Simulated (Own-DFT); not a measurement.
# Which defects push the lattice out? monoclinic HfO2

Source: density functional calculations with Own-DFT, an unreviewed in-house program that is no longer used. Nothing was measured or relaxed, and spin and spin-orbit coupling are left out.

All runs used: PBE; PseudoDojo norm-conserving scalar-relativistic files; cutoff 72 hartree; 2 x 2 x 2 k mesh centred on Gamma; Fermi-Dirac smearing of 0.1 eV.

Caveats (not all hold for every row): a neutral cation vacancy leaves holes that likely carry spin, which these runs leave out; not probed for a lower state with spin; hafnium file: forces about 75 meV/angstrom off all-electron values; oxygen file: force components 24 meV/angstrom off all-electron in a glass; forces on such cells passed a denser k mesh, each cell not checked; stress not checked against mesh or cutoff.

All runs share one cell, with vectors in Å (10.234, 0.000, 0.000); (0.000, 10.350, 0.000); (-1.696, 0.000, 10.445) and a volume of 1106.4 Å³. The atoms are randomly displaced, by u rms on each axis. The defect's site can differ from row to row.

| cell | formula | u (Å) | P (GPa) |
|---|---|---|---|
| no defect | Hf32O64 | 0.0213 | 4.23 |
| no defect | Hf32O64 | 0.0509 | 5.82 |
| no defect | Hf32O64 | 0.0541 | 5.98 |
| one Si on a Hf site | Hf31O64Si | 0.0292 | 2.92 |
| one Si on a Hf site | Hf31O64Si | 0.0309 | ? |
| one Si on a Hf site | Hf31O64Si | 0.0493 | 4.30 |
| one Si on a Hf site | Hf31O64Si | 0.0495 | 4.41 |
| one Hf vacancy | Hf31O64 | 0.0293 | 3.75 |
| one Hf vacancy | Hf31O64 | 0.0310 | 3.73 |
| one Hf vacancy | Hf31O64 | 0.0493 | 5.50 |
| two Al on a Hf site each and one O vacancy | Al2Hf30O63 | 0.0299 | 2.08 |
| two Al on a Hf site each and one O vacancy | Al2Hf30O63 | 0.0501 | 3.14 |
| two Al on a Hf site each and one O vacancy | Al2Hf30O63 | 0.0506 | 3.17 |
| two O vacancies | Hf32O62 | 0.0295 | 3.71 |
| two O vacancies | Hf32O62 | 0.0296 | 3.61 |
| two O vacancies | Hf32O62 | 0.0496 | 5.24 |

## Working it out

P = P0 + c u² + a shift for each defect gives P0 = 3.65 GPa, c = 848 ± 60 GPa/Å² and a scatter of 0.19 GPa. The shifts, and each times the cell's volume:

- one Hf vacancy: -0.52 ± 0.16 GPa, -3.6 eV
- two O vacancies: -0.65 ± 0.16 GPa, -4.5 eV (-2.3 eV for each of its 2 sites)
- one Si on a Hf site: -1.39 ± 0.16 GPa, -9.6 eV
- two Al on a Hf site each and one O vacancy: -2.54 ± 0.16 GPa, -17.5 eV

Against the defect-free cell, a freed cell would be larger where the shift is positive and smaller where it is negative (160.2 GPa Å³ is 1 eV). The atoms around the defects weren't relaxed, which would change these numbers.

## Check

Question: what pressure belongs in the blank (one Si on a Hf site, u = 0.0309 Å)?

The fit gives 3.07 ± 0.23 GPa. The run itself gave 2.60 GPa.
